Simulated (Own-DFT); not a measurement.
# Response to strain: wurtzite GaN, 72 atoms (Ga36N36)

All numbers below are calculated, not measured. They come from Own-DFT, an in-house plane-wave density functional program, since retired, whose code no person has reviewed. Each row is one single-point run on a periodic cell that was not relaxed, without spin or spin-orbit coupling.

Settings of every run: PBE; PseudoDojo norm-conserving scalar-relativistic files (stringent for Ga); cutoff 96 hartree; 4 x 4 x 3 k mesh centred on Gamma; Gaussian smearing of 0.01 eV.

Known limits: forces not confirmed at this smearing and k mesh; stress not checked against mesh or cutoff.

Unstrained cell vectors in Å: (9.567, 0.000, 0.000); (-4.784, 8.285, 0.000); (0.000, 0.000, 10.370). The unstrained cell has measured lattice constants (interpolated for alloys), not those of this functional. That, the random moves and any unrelaxed bonds set the pressure at no strain. Each run strains this cell uniformly, with the atoms carried along. Every atom was also moved at random, by a Gaussian of width 0.05 Å on each axis. Strain is the symmetric tensor, in per cent. Stress is positive in tension, and the pressure is minus a third of its trace.

| run | e_xx (%) | e_yy (%) | e_zz (%) | e_yz (%) | e_xz (%) | e_xy (%) | s_xx (GPa) | s_yy (GPa) | s_zz (GPa) | s_yz (GPa) | s_xz (GPa) | s_xy (GPa) | P (GPa) | E (meV/atom) |
|---|---|---|---|---|---|---|---|---|---|---|---|---|---|---|
| 1 | 1.48 | -0.91 | -0.90 | -0.98 | -0.53 | 0.06 | -1.25 | -11.40 | -11.37 | -2.63 | -1.12 | 0.29 | 8.01 | 22.8 |
| 2 | 0.59 | -1.71 | -1.42 | -1.31 | -1.65 | 0.04 | -7.74 | -15.79 | -15.01 | -3.28 | -3.90 | 1.34 | 12.84 | 42.9 |
| 3 | 1.83 | -1.80 | -0.46 | 0.01 | -0.54 | -1.47 | -2.60 | -14.10 | -7.03 | -0.61 | -1.18 | -4.56 | 7.91 | 11.2 |
| 4 | -1.73 | -1.73 | 1.49 | -1.66 | 1.27 | 0.07 | -17.54 | -14.66 | -2.53 | -3.14 | 2.41 | -0.39 | 11.58 | 32.8 |
| 5 | -1.29 | -0.04 | -1.39 | -1.05 | 0.42 | 0.37 | -15.03 | -9.69 | -13.95 | -2.55 | 1.26 | 0.44 | 12.89 | 36.4 |
| 6 | 1.15 | -0.94 | 1.30 | -0.21 | 1.55 | 0.22 | -2.34 | -9.89 | -1.12 | -0.40 | 2.42 | 0.49 | 4.45 | 16.7 |
| 7 | 1.29 | -1.03 | 0.37 | -1.17 | 0.10 | -0.31 | -1.35 | -7.62 | -6.80 | -2.88 | 0.04 | -2.15 | 5.26 | 0.0 |
| 8 | -1.39 | 1.94 | 1.34 | 1.49 | -1.70 | -1.63 | -11.33 | 0.14 | -2.14 | 2.50 | -3.64 | -6.49 | 4.44 | 35.2 |
| 9 | 0.71 | -1.43 | 0.14 | 0.37 | -1.02 | 0.93 | -5.86 | -14.41 | -5.89 | 2.31 | -1.68 | 2.94 | 8.72 | 28.1 |
| 10 | 1.83 | -1.49 | -0.19 | -1.45 | -1.12 | -0.09 | -1.65 | -13.45 | -7.79 | -3.41 | -3.13 | -0.78 | 7.63 | 31.6 |
| 11 | -1.60 | -0.66 | 0.58 | -1.18 | 1.35 | -0.94 | -12.99 | -13.71 | -7.19 | -1.87 | 3.72 | -4.18 | 11.30 | 43.0 |
| 12 | 0.03 | 1.11 | 1.14 | -1.91 | -0.77 | 1.47 | -6.21 | -1.13 | -1.84 | -3.53 | -1.23 | 4.26 | 3.06 | 21.3 |
| 13 | 1.27 | -0.28 | -1.13 | -0.15 | -0.54 | -1.54 | -2.28 | -9.05 | -11.19 | -1.06 | -1.60 | -4.12 | 7.51 | 18.5 |
| 14 | -1.95 | -1.26 | 0.14 | -2.00 | -1.16 | 1.91 | -16.83 | -15.51 | -8.88 | -3.66 | -2.67 | 5.63 | 13.74 | 44.4 |
| 15 | 0.28 | -0.45 | -0.91 | -1.20 | 0.11 | -0.30 | -5.73 | -9.80 | -12.40 | -1.80 | 1.19 | -1.00 | 9.31 | 25.3 |
| 16 | -0.06 | 1.86 | 1.73 | 1.50 | 1.73 | 1.78 | -4.72 | 0.16 | 1.71 | 2.45 | 3.94 | 5.37 | 0.95 | 18.9 |
| 17 | 0.61 | -1.26 | -0.16 | 0.24 | -0.65 | -1.36 | ? | ? | ? | ? | ? | ? | ? | ? |

E is the free energy for each atom above the lowest run shown.

## Worked fit

Each stress component was fitted by least squares to a constant and the strains of the runs shown, as fractions, with shears doubled. Shear strains stay in the fit of a normal stress only where such slopes are resolved. The slopes, in GPa:

| stress | at no strain | per e_xx | per e_yy | per e_zz | scatter |
|---|---|---|---|---|---|
| s_xx | -7.3 | 446 ± 23 | 111 ± 26 | 43 ± 30 | 1.10 |
| s_yy | -7.9 | 105 ± 27 | 424 ± 31 | 83 ± 35 | 1.30 |
| s_zz | -7.5 | 82 ± 20 | 41 ± 23 | 454 ± 26 | 0.96 |

Each shear stress against twice its own strain: yz 104 ± 11, xz 111 ± 7, xy 169 ± 8 GPa. These are stiffnesses along x, y and z of the frame in which the cell vectors are given, which need not be the crystal's axes. The atoms are held to the strained lattice; where symmetry lets them move under strain, relaxing them would lower some slopes. The table should be nearly symmetric about its diagonal, and what it lacks of that shows the noise. A ninth of its sum, 199 ± 6 GPa, estimates the bulk modulus near the mean pressure of these runs, 8.1 GPa, so it lies above the value at zero pressure.

## Withheld run

Question: what normal stresses and pressure should run 17 give?

The fit gives s_xx = -6.1, s_yy = -12.7, s_zz = -8.2 and P = 9.0 GPa. The calculation gave -7.17, -11.99, -7.68 and P = 8.94 GPa.
